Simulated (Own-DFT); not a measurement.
# Shaking the atoms of zincblende GaP, 96 atoms (Ga48P48)

Calculated results; nothing here was measured. They come from Own-DFT, an in-house plane-wave density functional program, since retired, whose code no person has reviewed. Each row is one single-point run on a periodic cell that was not relaxed, without spin or spin-orbit coupling.

Settings of every run: PBE; PseudoDojo norm-conserving scalar-relativistic files; cutoff 42 hartree; 2 x 3 x 3 k mesh centred on Gamma; Fermi-Dirac smearing of 0.1 eV.

Known limits, some of them of some rows only: some atoms lie very close together; forces on such cells moved up to 12 meV/angstrom on a denser k mesh; forces on such cells passed a denser k mesh, each cell not checked; stress not checked against mesh or cutoff.

Cell vectors in Å: (16.352, 0.000, 0.000); (0.000, 10.901, 0.000); (0.000, 0.000, 10.901). In each run every atom was moved at random and independently from its ideal site; u is the rms move along one axis. E is the free energy for each atom above the fitted value at u = 0, and F the rms of the force components.

| run | u (Å) | E (meV/atom) | F (eV/Å) | largest force (eV/Å) | P (GPa) |
|---|---|---|---|---|---|
| 1 | 0.0189 | 6.3 | 0.261 | 0.93 | 2.70 |
| 2 | 0.0200 | ? | ? | ? | ? |
| 3 | 0.0206 | 7.4 | 0.280 | 0.92 | 2.72 |
| 4 | 0.0481 | 41.4 | 0.702 | 2.40 | 3.21 |
| 5 | 0.0499 | 39.5 | 0.667 | 2.40 | 3.19 |
| 6 | 0.0525 | 46.3 | 0.730 | 2.88 | 3.29 |
| 7 | 0.0942 | 138.9 | 1.314 | 5.93 | 4.56 |
| 8 | 0.0946 | 168.2 | 1.566 | 8.32 | 5.14 |
| 9 | 0.1057 | 199.9 | 1.617 | 6.27 | 5.45 |
| 10 | 0.1507 | 406.4 | 2.784 | 14.24 | 8.45 |
| 11 | 0.1863 | 559.6 | 3.463 | 16.99 | 10.49 |

## Worked fit

For small independent moves the energy grows as E = (3/2) K u², with K the mean stiffness felt by one atom. The runs with u up to 0.11 Å give K = 11.5 ± 0.4 eV/Å², with residuals divided by u² + 0.0006 Å², since the noise grows with the moves. The scatter is 3.2 meV/atom at u = 0.05 Å. The forces follow F = G u with G = 14.4 eV/Å²; no force at u = 0 is resolved. G exceeds K because the moves of its neighbours add to the force on an atom, and stiffness differs between atoms. At u = 0.186 Å the parabola gives 597 meV/atom and the run 560. The pressure follows P = 2.60 + 254 u² GPa: at fixed volume, shortened bonds push harder than stretched ones pull.

## Withheld run

Question: what energy and rms force should run 2 give?

The fit gives 7 ± 1 meV/atom and about 0.29 eV/Å. The calculation gave 7.0 meV/atom and 0.275 eV/Å.
